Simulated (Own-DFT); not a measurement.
# Computed records: Hf₃₆O₇₁ (tetragonal hafnia with one neutral oxygen vacancy, atoms displaced)

All values are calculated (Own-DFT development build). A calculation, not a measurement: plane-wave PBE and HSE06 DFT by an unreviewed code, no spin, of a simulated cell at Gamma alone, so results move with cell size and shape, stress positive in tension, energies less offsets, not probed for a lower state with spin; hafnium file: forces about 75 meV/angstrom off all-electron values; oxygen file: force components 24 meV/angstrom off all-electron in a glass; k mesh not checked against a denser one; forces and stress are PBE's, HSE06 gives the energy alone, and its difference from PBE has offsets of its own; offsets are fitted by least squares, one for each functional and potential file, so energies compare only between cells with the same atoms and settings and are not formation energies; the far tail of each file's local potential was reset to the Coulomb form; each entry is a single point on an unrelaxed cell, so the pressure reflects the starting lattice, taken from the Materials Project, from which strain is counted, and rises with the displacements; printed positions are rounded, which can move forces by about a meV/angstrom; the program is a retired in-house code; no spin-orbit coupling.

Settings shared by all entries: first functional PBE; second functional HSE06; exact exchange share 0.25; screening 0.11 1/bohr; exchange divergence Gygi-Baldereschi; potential files PseudoDojo norm-conserving, scalar-relativistic, made for PBE, standard set; wave cutoff 48 hartree; occupations fixed; k mesh 1 x 1 x 1 centred on Gamma.

(1) 
```xyz
107
Lattice="10.7800 0.0000 0.0000 0.0000 10.7800 0.0000 0.0000 0.0000 10.4493" Properties=species:S:1:pos:R:3:force_x:R:1:force_y:R:1:force_z:R:1 formula=Hf36O71 PBE_energy_of_cell_above_offsets=-85.007 HSE06_less_PBE_above_offsets=0.661 PBE_pressure=6.36 PBE_stress_xx=-6.44 PBE_stress_yy=-6.77 PBE_stress_zz=-5.87 PBE_stress_yz=-2.14 PBE_stress_xz=-1.78 PBE_stress_xy=-0.54
Hf     0.0494    10.7602    10.4283     -1.735      2.624       0.12
Hf     1.6865     1.8657     2.5964     -0.098     -1.932     -0.986
O     10.7369     1.6771     1.5446      0.952      0.806      0.516
O      1.8462    10.6879     3.5097     -0.152      2.367       2.63
O      0.0117     1.7679     4.2976       0.53     -0.242      -0.88
O      1.7248     0.0180     1.1065      2.233     -0.174     -1.583
Hf     0.0058    10.6435     5.1557     -1.752      2.417      1.804
Hf     1.8019     1.7628     7.8461     -0.599      0.402      0.258
O     10.7779     1.6862     6.7249      0.318      2.397      1.144
O      1.8105     0.0375     8.8548      0.311      0.225      0.633
O     10.7004     1.8696     9.3542      0.772     -0.429      0.438
O      1.7111     0.0724     6.2424      0.553          0      0.042
Hf     0.0411     3.6943     0.1057     -1.796       -1.1     -2.487
Hf     1.5868     5.3883     2.6734      5.644     -1.091       1.31
O      0.0500     5.3806     1.6320     -1.588      -0.45     -3.202
O      1.7000     3.4974     3.6283     -0.091       1.85      1.119
O     10.7217     5.5050     4.1547      1.339     -2.951      0.183
O      1.8029     3.4929     1.1190      0.135      0.099     -0.306
Hf    10.7704     3.5819     5.3099     -0.228     -0.335     -2.149
Hf     1.7973     5.3935     7.7294      1.548      0.606      2.665
O      0.1071     5.4846     6.7160     -2.156     -1.427     -0.654
O      1.9109     3.5040     8.8819     -1.332      0.371     -0.837
O     10.7128     5.3430     9.3607      1.615      1.055      1.653
O      2.0765     3.7422     6.1630     -6.302      -1.04      2.279
Hf     0.0271     7.2987     0.0906     -0.332     -1.938     -1.841
Hf     1.6673     8.9743     2.6876      4.036     -2.006     -0.935
O      0.1187     9.1095     1.6137     -2.296     -1.048      -1.79
O      1.6597     7.1004     3.5290      0.227      2.621      1.217
O     10.7662     8.9106     4.2032      1.074      0.948     -1.117
O      1.8438     7.1937     1.0408     -3.291     -0.419       0.25
Hf    10.7283     7.1199     5.1774      0.872      0.825      2.483
Hf     1.8763     8.9828     7.8849      -1.98      -1.96     -0.041
O     10.7490     8.9955     6.8413      0.353      0.311       0.04
O      1.7767     7.1682     8.7973     -0.384     -0.095       0.72
O      0.1084     9.0334     9.4632     -0.832     -1.238      0.401
O      1.8042     7.3833     6.2207     -0.407     -1.173     -1.246
Hf     3.6427     0.0003     0.0762     -0.142     -0.648      0.078
Hf     5.3104     1.9151     2.5934      1.955     -0.595      1.364
O      3.5999     1.7193     1.4895     -0.235      0.454      0.756
O      5.3405    10.7797     3.5130      0.635      0.279      0.858
O      3.7169     1.7704     4.2013     -1.187     -0.691     -1.078
O      5.4862    10.7593     1.2240     -1.943       0.23     -3.111
Hf     3.3925     0.0326     5.2332      4.384     -0.874     -0.111
Hf     5.2750     1.9709     7.8404      5.156     -4.956     -1.344
O      3.7929     1.7224     6.7988       -6.5     -0.116     -2.008
O      5.4025     0.0415     8.8620     -0.704      1.201      1.854
O      3.5428     1.8380     9.4141      0.879     -2.914     -1.072
O      5.3415    10.7435     6.2873      0.301     -0.728     -1.155
Hf     3.5540     3.4440    10.4277      0.047      3.748      1.369
Hf     5.3310     5.5340     2.6362       2.29     -4.829     -0.411
O      3.6286     5.4065     1.6568     -1.966      0.315     -0.504
O      5.3875     3.7579     3.7237     -1.023      -1.93     -1.479
O      3.5728     5.4716     4.2754     -0.475     -0.514      0.304
O      5.4850     3.6866     1.0235     -2.428     -1.407     -0.196
Hf     3.6073     3.4494     5.2031       5.03      3.327     -1.918
Hf     5.2844     5.3232     7.8716      1.067      2.501     -0.474
O      3.5700     5.3862     6.9329      0.723      0.867     -0.738
O      5.4527     3.5455     8.7173      0.233      3.177      4.355
O      3.4876     5.2206     9.4161      1.299      1.001      1.028
O      5.3580     3.6101     6.3078     -0.355      0.066     -0.116
Hf     3.6046     7.1620     0.1968      0.272       -2.2      -3.75
Hf     5.3223     8.8789     2.5318      1.553      2.513      1.015
O      3.5525     8.7850     1.4453      0.253      2.108      2.482
O      5.4170     7.0962     3.6550     -0.225       4.03      1.562
O      3.6688     9.0434     4.2191     -0.647     -0.124      -0.99
O      5.4463     7.1550     0.9629     -2.159     -0.376       1.77
Hf     3.6820     7.3356     5.1929     -1.283     -2.472      1.705
Hf     5.3851     9.0932     7.9596     -0.337     -2.331     -2.177
O      3.4522     8.9251     6.8431      2.616      1.817      -0.51
O      3.6166     8.8894     9.4795      0.247      1.731     -0.433
O      5.2514     7.3084     6.4005      1.919     -0.797     -0.623
Hf     7.1055    10.7424    10.4028      1.567      0.115      0.831
Hf     8.9528     1.6975     2.5018       0.25      1.076      0.795
O      7.2716     1.8358     1.5807     -2.935      0.028      0.024
O      9.0345    10.7521     3.5554      0.334     -0.282      1.309
O      7.2098     1.9210     4.3042      0.477     -3.898     -3.039
O      8.9350     0.0225     1.0683      0.428     -0.716     -1.104
Hf     7.2058    10.7196     5.2058     -1.798      0.583      0.526
Hf     9.0187     1.8675     7.8171     -0.927     -0.773      1.331
O      7.1891     1.9242     6.7404     -0.045     -1.422      2.307
O      8.9570     0.0058     8.9169      0.307     -0.672     -1.124
O      7.2239     1.7540     9.4077     -0.048      0.546     -0.032
O      9.0339    10.7483     6.2130      -0.88     -0.029     -0.187
Hf     7.1250     3.5478    10.4187      2.149      1.254      0.162
Hf     9.0729     5.3329     2.6122     -4.602      2.481     -0.243
O      7.2922     5.4128     1.5551     -1.179     -0.303      0.264
O      9.2304     3.7800     3.6271      0.557     -4.905      1.149
O      7.2579     5.3447     4.0835        0.6      1.564      1.605
O      8.9675     3.4583     0.9437      1.302      0.811      0.786
Hf     7.2648     3.4783     5.3349     -8.452       3.98     -3.574
Hf     9.0093     5.3948     7.8538     -0.888      0.394     -0.293
O      7.2606     5.3845     6.7844     -1.572      0.561      0.662
O      9.0367     3.7617     8.9324     -0.651     -2.941     -1.669
O      7.2140     5.4175     9.4724     -0.815     -0.272     -0.652
O      8.8120     3.5539     6.1262      10.39      0.441      4.544
Hf     7.1185     7.2023     0.0707      2.377     -1.324     -0.711
Hf     9.2335     8.9025     2.7027     -4.769      1.353     -1.792
O      7.0628     8.8911     1.5277      1.434      0.087       0.35
O      9.1742     7.2609     3.6327     -0.655     -2.007      1.094
O      7.2233     8.9918     4.1947      0.071     -0.844      0.071
O      8.9327     7.0965     1.2106      2.772      2.238     -2.288
Hf     7.1887     7.1891     5.3048     -1.622     -1.254     -0.719
Hf     9.0089     8.9497     7.8564     -0.928      0.747     -0.802
O      7.1162     8.9696     6.7990      1.467      0.255      0.419
O      9.0715     7.1110     8.7698      0.259      2.491      1.429
O      7.1062     8.9239     9.3678      0.067      0.503      0.087
O      8.9191     7.1801     6.2019      1.536      0.397      0.326
```

Units: PBE_energy_of_cell_above_offsets, HSE06_less_PBE_above_offsets in eV; PBE_pressure, PBE_stress_xx, PBE_stress_yy, PBE_stress_zz, PBE_stress_yz, PBE_stress_xz, PBE_stress_xy in GPa; force_x, force_y, force_z in eV/Å.

(2) 
```xyz
107
Lattice="10.7800 0.0000 0.0000 0.0000 10.7800 0.0000 0.0000 0.0000 10.4493" Properties=species:S:1:pos:R:3:force_x:R:1:force_y:R:1:force_z:R:1 formula=Hf36O71 PBE_energy_of_cell_above_offsets=-86.131 HSE06_less_PBE_above_offsets=0.623 PBE_pressure=6.38 PBE_stress_xx=-5.56 PBE_stress_yy=-7.48 PBE_stress_zz=-6.1 PBE_stress_yz=-0.37 PBE_stress_xz=1.11 PBE_stress_xy=-0.09
Hf    10.7211     0.0079     0.0189      1.168      0.878     -0.629
Hf     1.7986     1.6355     2.6502     -2.154      4.369     -2.841
O     10.6781     1.8595     1.6134      1.205     -0.347      0.726
O      1.7815    10.6735     3.4975      0.652     -0.167      1.935
O      0.0137     1.7363     4.2631     -0.073      0.413      -1.01
O      1.7364     0.1083     0.9103      1.357     -0.458      1.185
Hf    10.7027     0.0074     5.2205      0.612      -0.87        1.1
Hf     1.9108     1.8757     7.7759     -2.661     -1.483      1.113
O      0.0157     1.8856     6.7055     -0.243     -0.067      1.907
O      1.5587     0.0764     8.8888       1.92     -0.241     -1.242
O      0.0762     1.8502     9.5848     -1.445     -0.955     -2.116
O      1.6153    10.7285     6.3632      2.297      0.756     -1.925
Hf    10.5674     3.5363     0.0162      2.417       1.21      1.097
Hf     1.7693     5.5847     2.5494     -3.061     -9.534     -2.423
O     10.6813     5.3939     1.5046      1.134       1.17      1.493
O      1.7494     3.5226     3.5188      1.065      1.076      1.041
O      0.0516     5.2901     4.1618      0.496      3.743      0.503
O      1.7902     3.4492     1.1699      0.668      0.452     -3.058
Hf    10.7557     3.5614     5.2912      1.846     -0.138     -2.319
Hf     1.8052     5.4502     7.8340      1.476     -1.592      0.732
O      0.1181     5.4131     6.7972     -1.649      0.163      0.023
O      1.7882     3.5839     8.8521      0.577      0.747     -0.715
O     10.7599     5.3236     9.4468      0.093      1.664     -0.723
O      1.8366     3.5440     6.1169      0.466     -0.081      1.166
Hf     0.0562     7.1935     0.0504     -1.957     -0.761     -1.832
Hf     1.8452     8.9126     2.6896     -1.685      1.847     -2.414
O     10.7252     8.8853     1.5863      0.267     -0.538      0.016
O      1.8953     7.0937     3.5001      0.666       4.66      3.854
O      0.1037     8.9725     4.1666      0.279     -1.526      0.678
O      1.8364     7.2071     0.8540     -0.544      0.056      3.474
Hf    10.7780     7.2292     5.3614     -0.133     -0.297     -0.275
Hf     1.7964     8.9888     7.9598      0.063      3.011     -0.599
O      0.0528     9.0061     6.7455     -1.335      -2.32       0.66
O      1.7533     7.2133     8.9316      -0.16     -1.512     -0.929
O      0.0534     9.0329     9.3619     -0.833     -1.816      0.819
O      1.8960     7.1440     6.2194     -1.212      0.236      0.224
Hf     3.7465     0.1397    10.4292     -3.514     -1.133     -0.788
Hf     5.2981     1.7350     2.6815      1.712      6.541     -4.769
O      3.6319     1.7443     1.5031      0.475     -0.465      0.935
O      5.3664     0.1789     3.5382     -0.422     -6.287      3.855
O      3.4548     1.7523     4.2131      0.957      1.592     -1.884
O      5.4018     0.0001     1.0812      0.496      0.111      1.016
Hf     3.7442     0.1169     5.0780     -2.098     -3.061      4.756
Hf     5.4798     1.9040     7.7045     -2.308     -2.154      2.168
O      3.5957     1.7477     6.8503      1.349     -0.082     -2.328
O      5.1587     0.0213     8.8980      2.063     -0.463     -0.355
O      3.7082     1.8532     9.3312     -1.496     -0.438      0.889
O      5.3717    10.7658     6.2624      0.898      0.506     -1.411
Hf     3.5696     3.5314    10.4409     -2.428      0.238      0.625
Hf     5.2329     5.4008     2.6601      0.448      0.028     -2.454
O      3.4935     5.3638     1.5554      1.699      0.597     -0.073
O      5.3634     3.6705     3.4955      0.084      -2.38      2.092
O      3.7715     5.5000     4.2490     -1.068     -1.835      -0.99
O      5.4493     3.5419     1.0748     -2.932     -0.189      0.213
Hf     3.6364     3.5742     5.2069     -3.248      2.411     -0.721
Hf     5.4863     5.4000     7.8119     -4.701      0.861      2.098
O      3.6952     5.2242     6.6839     -0.905      0.831      1.631
O      5.3735     3.4505     8.8855      1.273      3.117      0.018
O      3.5931     5.2833     9.3401      0.466      1.675      0.981
O      5.3115     3.5475     6.1334      3.366     -0.995      0.969
Hf     3.5709     7.1336     0.0305      1.943     -0.054     -2.892
Hf     5.4102     9.0027     2.7204     -0.512      -1.09     -0.839
O      3.6798     9.0936     1.6967     -0.645     -0.722       0.05
O      5.3344     7.1104     3.6487      1.249      2.758     -0.189
O      3.5531     8.9888     4.2220      0.721      1.362     -0.493
O      5.3932     7.1837     0.9625     -1.516      0.148      1.046
Hf     3.5176     7.2594     5.1261      2.506     -1.878      2.812
Hf     5.4084     8.9927     7.8085      0.478     -0.563     -0.224
O      3.6118     9.0842     7.0248     -0.276     -0.501     -1.808
O      3.5628     8.9018     9.4318       0.37        0.4       1.62
O      5.4105     7.2259     6.3283     -0.604      0.072     -0.733
Hf     7.0229    10.7058    10.4488      3.587      3.181     -0.711
Hf     8.9692     1.8909     2.5752      2.472     -0.193      1.868
O      7.4431     1.7568     1.5712      -6.46     -0.171     -0.972
O      8.9599    10.6897     3.6845     -0.582     -0.422      -0.39
O      7.2384     1.7671     4.2119     -0.459      1.992      0.122
O      9.0091     0.1155     1.0074     -1.837     -2.123      0.274
Hf     7.2812    10.7708     5.1643       1.34     -0.254      2.663
Hf     9.0765     1.8363     7.8259     -0.333      -0.24      0.817
O      7.1801     1.8801     6.9303      2.572      0.065     -2.442
O      9.0689    10.7464     8.8350      0.188       1.72      0.897
O      7.2438     1.7267     9.3776     -0.821     -0.418      1.025
O      8.9672    10.7081     6.3999      0.309       1.42     -1.644
Hf     6.9882     3.5927     0.0029      3.922     -0.668     -1.244
Hf     8.9403     5.5069     2.7423       1.29     -3.083     -3.457
O      7.1418     5.3394     1.5039     -0.468      0.917      1.979
O      9.1049     3.8287     3.7619     -1.878     -2.666     -1.213
O      7.2023     5.4064     4.3715     -0.149     -0.216     -2.414
O      8.8797     3.5764     0.9804     -0.887      0.266      0.837
Hf     7.2002     3.6593     5.2058      0.841     -2.876      0.675
Hf     8.9547     5.5174     7.8924      1.156     -1.559       0.53
O      7.0877     5.4397     6.9145      3.416      -0.88      -2.58
O      8.9625     3.6395     8.8186      0.337      -0.59     -0.623
O      7.2574     5.4256     9.3927     -1.283      -0.65       0.22
O      8.9923     3.5301     6.1456     -2.004      0.468      1.778
Hf     7.1273     7.1188     0.0854      0.911     -0.509     -2.238
Hf     8.8255     8.8532     2.4968      4.757      3.133      1.174
O      7.1690     8.9291     1.6234      -2.43      0.148     -0.978
O      8.9737     7.2175     3.6225     -0.625      1.093      1.854
O      7.0440     9.0284     4.2934     -0.719     -1.638     -2.559
O      8.9460     7.0379     0.9196       0.05      1.497      1.602
Hf     7.2023     7.1161     5.2163     -1.104      3.593      3.065
Hf     9.0742     9.0301     7.9817      -0.48      0.065      -2.41
O      7.2767     9.0394     6.6453     -0.645     -0.617      2.396
O      8.9472     7.2007     8.8559      0.529      0.759      0.866
O      7.2255     9.0319     9.4755     -0.663     -1.285     -0.603
O      8.9460     7.0487     6.3523      0.693      0.037     -1.687
```

Units: PBE_energy_of_cell_above_offsets, HSE06_less_PBE_above_offsets in eV; PBE_pressure, PBE_stress_xx, PBE_stress_yy, PBE_stress_zz, PBE_stress_yz, PBE_stress_xz, PBE_stress_xy in GPa; force_x, force_y, force_z in eV/Å.
